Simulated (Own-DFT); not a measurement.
# Misfit strain and the stress it brings: wurtzite AlGaN with randomly placed atoms, 72 atoms (Al27Ga9N36)

The numbers are computed, not measured, by runs of the plane-wave DFT program Own-DFT (in-house, retired, unreviewed) at fixed positions, with no spin and no spin-orbit coupling.

Method: PBE; PseudoDojo norm-conserving scalar-relativistic files (stringent for Ga); cutoff 96 hartree; 4 x 4 x 3 k mesh centred on Gamma; Gaussian smearing of 0.01 eV.

Keep in mind: forces on such cells passed a denser k mesh, each cell not checked; stress not checked against mesh or cutoff.

Unstrained cell vectors in Å: (9.394, 0.000, 0.000); (-4.697, 8.135, 0.000); (0.000, 0.000, 10.066). The unstrained cell has measured lattice constants (interpolated for alloys), not those of this functional. That, the random moves and any unrelaxed bonds set the pressure at no strain. Each run strains x and y alike by e, as a substrate would, and holds the height along z. Each coordinate of each atom was shifted by a normal deviate of width 0.05 Å. The random placing of the alloy's atoms differs from row to row. Stress is positive in tension.

```
e (%),u (Å),(s_xx + s_yy)/2 (GPa),s_zz (GPa)
-2.75,0.050,-23.62,-11.54
-2.25,0.053,-21.42,-10.52
-1.75,0.049,?,?
-0.75,0.048,-10.61,-7.56
-0.25,0.050,-8.65,-5.22
0.25,0.052,-4.89,-6.15
1.00,0.048,-2.11,-2.91
1.25,0.049,-0.27,-3.53
1.75,0.053,3.39,-6.10
2.00,0.049,4.10,-3.26
```

## What the rows give

With e as a fraction, the in-plane stress is -6.9 + 580 e - 1523 e² GPa (errors 16 and 1070, scatter 0.69), and s_zz is -6.4 + 165 e GPa (slope ± 29, scatter 1.41). At e = 0 the first slope is C11 + C12 and the second 2 C13, both with the ions held to the strained lattice and at the cell's own pressure. A free layer would change its height as e changes, and the in-plane slope would drop by 2 C13²/C33 to the biaxial modulus. At fixed height, a misfit of 1 % moves the in-plane stress by about 5.8 GPa and s_zz by 1.7 GPa.

## Prediction

Asked: what are the two stresses at e = -1.75 %?

Estimate: -17.5 and -9.2 GPa. The calculation gave -16.88 and -8.76 GPa.
